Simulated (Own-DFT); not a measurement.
# Biaxial strain at fixed height in diamond-structure SiGeSn with randomly placed atoms, 64 atoms (Ge44Si16Sn4)

Calculated, not measured: single-point runs of Own-DFT, a retired in-house plane-wave DFT program that no person has reviewed, on unrelaxed cells, without spin or spin-orbit coupling.

Settings: PBE; PseudoDojo norm-conserving scalar-relativistic files; cutoff 49 hartree; 3 x 3 x 3 k mesh centred on Gamma; Fermi-Dirac smearing of 0.1 eV.

Caveats: forces on such cells moved up to 12 meV/angstrom on a denser k mesh; stress not checked against mesh or cutoff.

Unstrained cell vectors in Å: (11.306, 0.000, 0.000); (0.000, 11.306, 0.000); (0.000, 0.000, 11.306). The unstrained cell has measured lattice constants (interpolated for alloys), not those of this functional. That, the random moves and any unrelaxed bonds set the pressure at no strain. Each run strains x and y alike by e, as a substrate would, and holds the height along z. Each atom got a random Gaussian move of width 0.05 Å along each axis. The random placing of the alloy's atoms differs from row to row. Stress is positive in tension.

| e (%) | u (Å) | (s_xx + s_yy)/2 (GPa) | s_zz (GPa) |
|---|---|---|---|
| -2.00 | 0.051 | -8.50 | -7.00 |
| -1.75 | 0.045 | ? | ? |
| -0.75 | 0.048 | -5.81 | -5.32 |
| -0.50 | 0.049 | -5.43 | -5.09 |
| -0.25 | 0.051 | -4.76 | -4.71 |
| 0.25 | 0.051 | -3.80 | -4.12 |
| 1.25 | 0.052 | -2.18 | -3.13 |
| 1.50 | 0.058 | -1.76 | -2.78 |
| 1.75 | 0.049 | -1.23 | -2.40 |
| 2.75 | 0.049 | 0.19 | -1.70 |

## What the rows give

With e as a fraction, the in-plane stress is -4.3 + 190 e - 896 e² GPa (errors 2 and 131, scatter 0.08), and s_zz is -4.4 + 118 e - 615 e² GPa (slope ± 2, scatter 0.08). At e = 0 the first slope is C11 + C12 and the second 2 C12, both with the ions held to the strained lattice and at the cell's own pressure. The term in e² is negative: the layer stiffens under compression and softens under tension. A free layer would change its height as e changes, and the in-plane slope would drop by 2 C12²/C11 to the biaxial modulus. At fixed height, a misfit of 1 % moves the in-plane stress by about 1.9 GPa and s_zz by 1.2 GPa.

## Test on the hidden row

The question: what are the two stresses at e = -1.75 %?

The fit gives -7.9 and -6.7 GPa. The calculation gave -7.78 and -6.54 GPa.
